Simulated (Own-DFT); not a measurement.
# Strain and stress in 4H SiC, 72 atoms (C36Si36)

All numbers below are calculated, not measured. The program, named Own-DFT, is a retired in-house plane-wave density functional code that no person has reviewed. Each row is one single-point run on a periodic cell that was not relaxed, without spin or spin-orbit coupling.

Settings of every run: PBE; PseudoDojo norm-conserving scalar-relativistic files; cutoff 42 hartree; 4 x 4 x 3 k mesh centred on Gamma; Fermi-Dirac smearing of 0.1 eV.

Known limits: forces on such cells passed a denser k mesh, each cell not checked; stress not checked against mesh or cutoff.

Unstrained cell vectors in Å: (9.248, 0.000, 0.000); (-4.624, 8.009, 0.000); (0.000, 0.000, 10.068). The unstrained cell has measured lattice constants (interpolated for alloys), not those of this functional. That, the random moves and any unrelaxed bonds set the pressure at no strain. Each run strains this cell uniformly, with the atoms carried along. Every atom was also moved at random, by a Gaussian of width 0.05 Å on each axis. Strain is the symmetric tensor, in per cent. Stress is positive in tension, and the pressure is minus a third of its trace.

| run | e_xx (%) | e_yy (%) | e_zz (%) | e_yz (%) | e_xz (%) | e_xy (%) | s_xx (GPa) | s_yy (GPa) | s_zz (GPa) | s_yz (GPa) | s_xz (GPa) | s_xy (GPa) | P (GPa) | E (meV/atom) |
|---|---|---|---|---|---|---|---|---|---|---|---|---|---|---|
| 1 | 0.93 | -1.63 | 1.14 | -0.69 | 0.10 | -0.05 | 0.00 | -13.18 | -0.62 | -2.90 | 0.91 | -0.87 | 4.60 | 18.7 |
| 2 | 1.12 | 1.17 | -1.67 | -0.61 | 1.17 | -1.31 | -0.35 | 1.55 | -14.88 | -1.52 | 4.28 | -7.13 | 4.56 | 34.8 |
| 3 | -1.47 | 0.26 | 0.39 | 1.92 | 0.36 | -0.64 | -12.92 | -6.27 | -3.81 | 7.07 | 1.04 | -2.66 | 7.67 | 32.8 |
| 4 | 0.85 | -0.22 | -1.34 | -0.82 | 0.44 | 1.48 | -1.31 | -7.04 | -12.00 | -2.78 | 2.66 | 7.72 | 6.78 | 11.4 |
| 5 | -1.06 | -0.65 | -0.53 | 0.97 | -1.98 | 0.23 | -11.16 | -9.03 | -11.29 | 3.46 | -6.54 | 0.09 | 10.49 | 26.3 |
| 6 | 1.33 | -1.35 | -0.91 | -1.22 | 0.49 | -0.06 | 1.61 | -13.43 | -12.49 | -3.87 | 1.24 | 0.16 | 8.10 | 42.8 |
| 7 | -0.57 | -0.11 | -0.78 | 1.59 | -1.46 | -0.42 | -8.09 | -5.32 | -13.84 | 5.40 | -5.46 | -2.84 | 9.08 | 26.2 |
| 8 | -1.31 | -0.29 | 0.92 | -1.85 | 1.43 | 0.55 | -14.20 | -4.96 | -1.20 | -4.39 | 3.76 | 0.87 | 6.79 | 23.4 |
| 9 | 1.07 | 0.73 | 1.28 | -0.38 | -1.69 | 0.90 | 1.45 | 0.95 | 1.97 | -0.45 | -5.95 | 4.59 | -1.46 | 3.2 |
| 10 | 0.34 | 0.31 | 1.24 | 1.25 | 1.14 | -0.39 | -2.47 | -1.39 | 1.61 | 4.36 | 4.26 | -2.03 | 0.75 | 0.0 |
| 11 | -0.62 | 1.74 | 0.55 | 1.36 | -1.76 | 1.00 | -5.08 | 4.39 | -3.20 | 4.35 | -5.83 | 3.51 | 1.30 | 2.6 |
| 12 | 0.80 | 0.82 | -0.54 | -1.73 | -1.85 | 0.08 | 0.32 | 0.93 | -10.03 | -5.46 | -5.66 | 1.27 | 2.93 | 18.3 |
| 13 | -1.95 | 0.01 | 1.22 | -0.40 | -1.24 | 1.29 | -15.12 | -4.47 | -2.54 | -1.87 | -3.78 | 6.07 | 7.38 | 36.3 |
| 14 | 0.80 | -1.13 | -1.87 | -1.60 | 0.26 | -1.07 | -3.02 | -13.50 | -15.30 | -4.85 | 1.07 | -3.69 | 10.61 | 53.5 |
| 15 | -0.62 | -1.02 | 0.13 | 1.55 | -0.62 | -1.67 | -9.84 | -11.04 | -5.68 | 4.73 | -2.54 | -8.34 | 8.85 | 21.0 |
| 16 | -0.85 | -1.08 | -0.95 | -1.81 | -1.98 | -1.66 | -11.16 | -12.86 | -12.73 | -6.06 | -7.90 | -7.29 | 12.25 | 43.4 |
| 17 | 0.42 | -0.54 | -1.03 | 1.87 | 1.59 | -1.45 | ? | ? | ? | ? | ? | ? | ? | ? |

E is the free energy for each atom above the lowest run shown.

## Worked fit

Each stress component was fitted by least squares to a constant and the strains of the runs shown, as fractions, with shears doubled. Shear strains stay in the fit of a normal stress only where such slopes are resolved. The slopes, in GPa:

```
stress,at no strain,per e_xx,per e_yy,per e_zz,scatter
s_xx,-5.1,557 ± 27,81 ± 29,55 ± 27,1.05
s_yy,-4.9,55 ± 28,587 ± 30,89 ± 28,1.09
s_zz,-6.5,74 ± 35,32 ± 37,564 ± 35,1.38
```

Each shear stress against twice its own strain: yz 157 ± 7, xz 172 ± 6, xy 236 ± 15 GPa. These are stiffnesses along x, y and z of the frame in which the cell vectors are given, which need not be the crystal's axes. The atoms are held to the strained lattice; where symmetry lets them move under strain, relaxing them would lower some slopes. The table should be nearly symmetric about its diagonal, and what it lacks of that shows the noise. A ninth of its sum, 233 ± 4 GPa, estimates the bulk modulus near the mean pressure of these runs, 6.3 GPa, so it lies above the value at zero pressure.

## Withheld run

Question: what normal stresses and pressure should run 17 give?

The fit gives s_xx = -3.7, s_yy = -8.7, s_zz = -12.2 and P = 8.2 GPa. The calculation gave -1.93, -8.65, -13.93 and P = 8.17 GPa.
